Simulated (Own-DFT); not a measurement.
GaN (wurtzite, strained, atoms displaced) (calculated)

A calculation, not a measurement: plane-wave PBE density functional theory by an unreviewed code, no spin, of a simulated periodic cell, stress positive in tension, free energy of the whole cell less one offset for each atom, forces on such cells passed a denser k mesh, this cell's mesh not checked; offsets are fitted by least squares, one for each functional and potential file, so energies compare only between cells with the same atoms and settings and are not formation energies; the far tail of each file's local potential was reset to the Coulomb form; each entry is a single point on an unrelaxed cell, so the pressure reflects the starting lattice, mostly measured values (interpolated for alloys), from which strain is counted, and rises with the displacements; printed positions are rounded, which can move forces by about a meV/angstrom; the program, named Own-DFT, is a retired in-house code; no spin-orbit coupling. Program: Own-DFT development build.

```cif
# cell vector a (Å): 12.7560 0.0000 0.0000
# cell vector b (Å): -4.7835 8.2853 0.0000
# cell vector c (Å): 0.0000 0.0000 10.5774
data_GaN
_symmetry_space_group_name_H-M 'P 1'
_symmetry_Int_Tables_number 1
_cell_length_a 12.7560
_cell_length_b 9.5670
_cell_length_c 10.5774
_cell_angle_alpha 90.000
_cell_angle_beta 90.000
_cell_angle_gamma 120.000
_cell_volume 1117.90
loop_
_atom_site_label
_atom_site_type_symbol
_atom_site_fract_x
_atom_site_fract_y
_atom_site_fract_z
_atom_site_occupancy
Ga1 Ga 0.08125 0.22051 0.00224 1
Ga2 Ga 0.15968 0.11150 0.25380 1
N1 N 0.08568 0.22804 0.18749 1
N2 N 0.16715 0.11570 0.43313 1
Ga3 Ga 0.07712 0.23189 0.49789 1
Ga4 Ga 0.16218 0.10935 0.75794 1
N3 N 0.07921 0.22183 0.68955 1
N4 N 0.15789 0.10171 0.93973 1
Ga5 Ga 0.08025 0.55570 0.00051 1
Ga6 Ga 0.17267 0.44736 0.24517 1
N5 N 0.08607 0.56152 0.19072 1
N6 N 0.16946 0.44828 0.44467 1
Ga7 Ga 0.08449 0.55910 0.49636 1
Ga8 Ga 0.16629 0.43268 0.74835 1
N7 N 0.08763 0.55871 0.69268 1
N8 N 0.15535 0.44428 0.93325 1
Ga9 Ga 0.07724 0.88977 0.99777 1
Ga10 Ga 0.16468 0.77454 0.25401 1
N9 N 0.08664 0.88650 0.19126 1
N10 N 0.16274 0.77213 0.43912 1
Ga11 Ga 0.08333 0.88312 0.50771 1
Ga12 Ga 0.15699 0.77442 0.75050 1
N11 N 0.08307 0.89149 0.68465 1
N12 N 0.17117 0.78452 0.93952 1
Ga13 Ga 0.33650 0.21862 0.99331 1
Ga14 Ga 0.41512 0.11178 0.25200 1
N13 N 0.33517 0.21736 0.19028 1
N14 N 0.42396 0.12146 0.44031 1
Ga15 Ga 0.33784 0.22377 0.50384 1
Ga16 Ga 0.41551 0.11374 0.75067 1
N15 N 0.33591 0.22653 0.69606 1
N16 N 0.41211 0.11216 0.94211 1
Ga17 Ga 0.33703 0.55875 0.99897 1
Ga18 Ga 0.42432 0.44641 0.24920 1
N17 N 0.32909 0.55588 0.19091 1
N18 N 0.42176 0.44231 0.43539 1
Ga19 Ga 0.34445 0.55874 0.51184 1
Ga20 Ga 0.42161 0.44848 0.74817 1
N19 N 0.33658 0.55889 0.69229 1
N20 N 0.41524 0.44676 0.93285 1
Ga21 Ga 0.33299 0.88819 0.99421 1
Ga22 Ga 0.41294 0.76934 0.25810 1
N21 N 0.32971 0.88988 0.18380 1
N22 N 0.41357 0.78216 0.43024 1
Ga23 Ga 0.34074 0.88804 0.49552 1
Ga24 Ga 0.42098 0.78455 0.74775 1
N23 N 0.33457 0.89767 0.68884 1
N24 N 0.41865 0.77362 0.93167 1
Ga25 Ga 0.58250 0.21385 0.00639 1
Ga26 Ga 0.66887 0.10857 0.25032 1
N25 N 0.58630 0.22237 0.18632 1
N26 N 0.66511 0.10470 0.43439 1
Ga27 Ga 0.58920 0.22907 0.49782 1
Ga28 Ga 0.66998 0.10849 0.75111 1
N27 N 0.58068 0.22419 0.68373 1
N28 N 0.66886 0.11820 0.93719 1
Ga29 Ga 0.58063 0.55781 0.00113 1
Ga30 Ga 0.66293 0.44137 0.25108 1
N29 N 0.57488 0.55275 0.19369 1
N30 N 0.65934 0.44563 0.42637 1
Ga31 Ga 0.58602 0.54680 0.49452 1
Ga32 Ga 0.67113 0.44060 0.75646 1
N31 N 0.58734 0.55310 0.69116 1
N32 N 0.66579 0.45151 0.94291 1
Ga33 Ga 0.58103 0.88632 0.00624 1
Ga34 Ga 0.66365 0.76783 0.24917 1
N33 N 0.58515 0.89600 0.18842 1
N34 N 0.66398 0.78096 0.44112 1
Ga35 Ga 0.58843 0.88487 0.49564 1
Ga36 Ga 0.66685 0.78340 0.75156 1
N35 N 0.58581 0.88503 0.68452 1
N36 N 0.66422 0.77320 0.94377 1
Ga37 Ga 0.83371 0.21590 0.99416 1
Ga38 Ga 0.92127 0.10473 0.24994 1
N37 N 0.83939 0.22082 0.19051 1
N38 N 0.92384 0.11677 0.44214 1
Ga39 Ga 0.83605 0.22895 0.49848 1
Ga40 Ga 0.92006 0.12004 0.74293 1
N39 N 0.84130 0.22566 0.68696 1
N40 N 0.91371 0.11111 0.93417 1
Ga41 Ga 0.83514 0.55646 0.00013 1
Ga42 Ga 0.91303 0.43862 0.24295 1
N41 N 0.83278 0.55446 0.19581 1
N42 N 0.92532 0.44566 0.44053 1
Ga43 Ga 0.83260 0.55369 0.49910 1
Ga44 Ga 0.92203 0.44159 0.75064 1
N43 N 0.83493 0.55671 0.68785 1
N44 N 0.90715 0.44015 0.93405 1
Ga45 Ga 0.83450 0.88017 0.99678 1
Ga46 Ga 0.92138 0.78018 0.25131 1
N45 N 0.82844 0.88758 0.18677 1
N46 N 0.91690 0.77714 0.43311 1
Ga47 Ga 0.83781 0.89823 0.49628 1
Ga48 Ga 0.91971 0.77511 0.75700 1
N47 N 0.83071 0.87835 0.68833 1
N48 N 0.91632 0.77516 0.93894 1
_calc_functional 'PBE'
_calc_potential_files 'PseudoDojo norm-conserving, scalar-relativistic, standard set with the stringent files for Ga'
_calc_wave_cutoff 96  # hartree
_calc_occupations 'Gaussian'
_calc_smearing_width 0.01  # eV
_calc_k_mesh '3 x 4 x 3 centred on Gamma'
_calc_free_energy_of_cell_above_offsets '-5.622'  # eV
_calc_pressure 3.2  # GPa
_calc_stress_xx -5.26  # GPa
_calc_stress_yy -5.41  # GPa
_calc_stress_zz 1.05  # GPa
_calc_stress_yz -0.6  # GPa
_calc_stress_xz 0.96  # GPa
_calc_stress_xy 0.58  # GPa
```

Force:
```
element  x (eV/Å)  y (eV/Å)  z (eV/Å)
     Ga    -0.435     0.555    -0.474
     Ga      1.99    -0.129    -0.475
      N    -0.115    -0.622    -0.297
      N    -0.027    -0.325      1.82
     Ga     3.341     0.109     0.836
     Ga     0.448     0.413    -1.208
      N     1.526    -0.421    -0.886
      N     0.469      1.63    -0.095
     Ga    -0.378     0.576     0.138
     Ga    -1.853    -0.228     1.601
      N    -0.207    -1.388    -0.718
      N     0.688      0.66    -0.857
     Ga     1.172    -0.271     1.337
     Ga    -0.608      2.17     0.475
      N     0.003    -0.647    -0.879
      N     2.059    -0.515     0.618
     Ga     2.011    -0.713     1.626
     Ga     0.491     0.811    -0.251
      N    -1.328     0.648    -0.942
      N      0.73     1.491     0.036
     Ga    -0.501     1.135        -2
     Ga     1.929     0.598       0.4
      N    -0.287     0.026     1.378
      N    -1.627    -0.922    -0.652
     Ga    -2.184     1.076     1.746
     Ga     0.682    -0.654    -0.051
      N    -1.394     1.072    -0.909
      N    -0.101    -1.267    -0.372
     Ga    -1.094    -0.413    -0.137
     Ga      0.51     0.009     0.231
      N    -1.178    -0.433    -0.795
      N     2.484    -0.695    -1.318
     Ga     -1.22    -0.696     0.083
     Ga    -3.381    -2.278     0.808
      N      2.29     0.172    -1.204
      N    -0.865     0.559     0.578
     Ga    -1.109    -0.471    -1.638
     Ga     0.252     0.164     0.238
      N    -0.033    -0.116    -0.098
      N     0.146      -0.6     0.832
     Ga     0.436     -0.08     1.047
     Ga    -0.486     1.477    -2.543
      N     0.989    -0.353     0.622
      N     2.327    -1.218     2.134
     Ga    -2.384     1.294     1.224
     Ga    -0.756    -0.139     0.031
      N     0.189    -1.221    -0.454
      N    -0.415     0.936     0.652
     Ga    -0.888     1.342    -0.713
     Ga     0.057     0.796    -0.085
      N    -0.199     -0.22     0.742
      N     0.316     1.213     0.655
     Ga    -0.074    -0.797     0.219
     Ga    -0.733     0.523    -0.568
      N     1.359    -0.227     0.569
      N     0.117    -1.448    -0.263
     Ga     0.076    -0.814     0.091
     Ga     0.452     0.085    -1.587
      N     2.817     0.976    -1.869
      N     3.023    -0.682     1.295
     Ga    -1.717     1.931     2.088
     Ga    -0.812     0.438    -0.174
      N    -0.082     0.371    -0.724
      N     0.586    -1.005     0.082
     Ga      0.25     0.441     -0.58
     Ga    -0.554     1.682     0.533
      N    -0.003    -1.817     0.224
      N      2.46    -1.428    -1.375
     Ga     -2.28     1.014     0.791
     Ga     1.184    -1.508     0.214
      N    -0.782     0.956    -0.176
      N     -0.02     1.114    -0.654
     Ga    -0.579     0.756     1.265
     Ga    -1.062     0.711     0.186
      N    -0.459    -0.624    -0.741
      N    -2.195    -0.952    -1.381
     Ga     -0.09    -0.805    -0.058
     Ga     0.204    -2.536      1.28
      N    -1.889    -0.233     -0.62
      N     1.136    -0.982    -0.126
     Ga    -0.918    -0.764     0.913
     Ga     0.912     0.679     1.034
      N    -0.391     0.185    -1.211
      N    -2.225    -0.302    -0.942
     Ga     0.125     0.355    -0.164
     Ga     -0.74     0.861    -0.262
      N     0.597    -0.512     -0.09
      N     1.279     0.226      0.56
     Ga    -1.651     1.222     0.466
     Ga    -0.354    -0.304    -0.221
      N     1.209    -0.465    -0.112
      N    -0.202      0.09     1.045
     Ga     0.164    -1.535     0.912
     Ga    -1.026     0.043    -1.467
      N     0.222     1.493    -0.067
      N      0.18     -0.31    -0.172
```
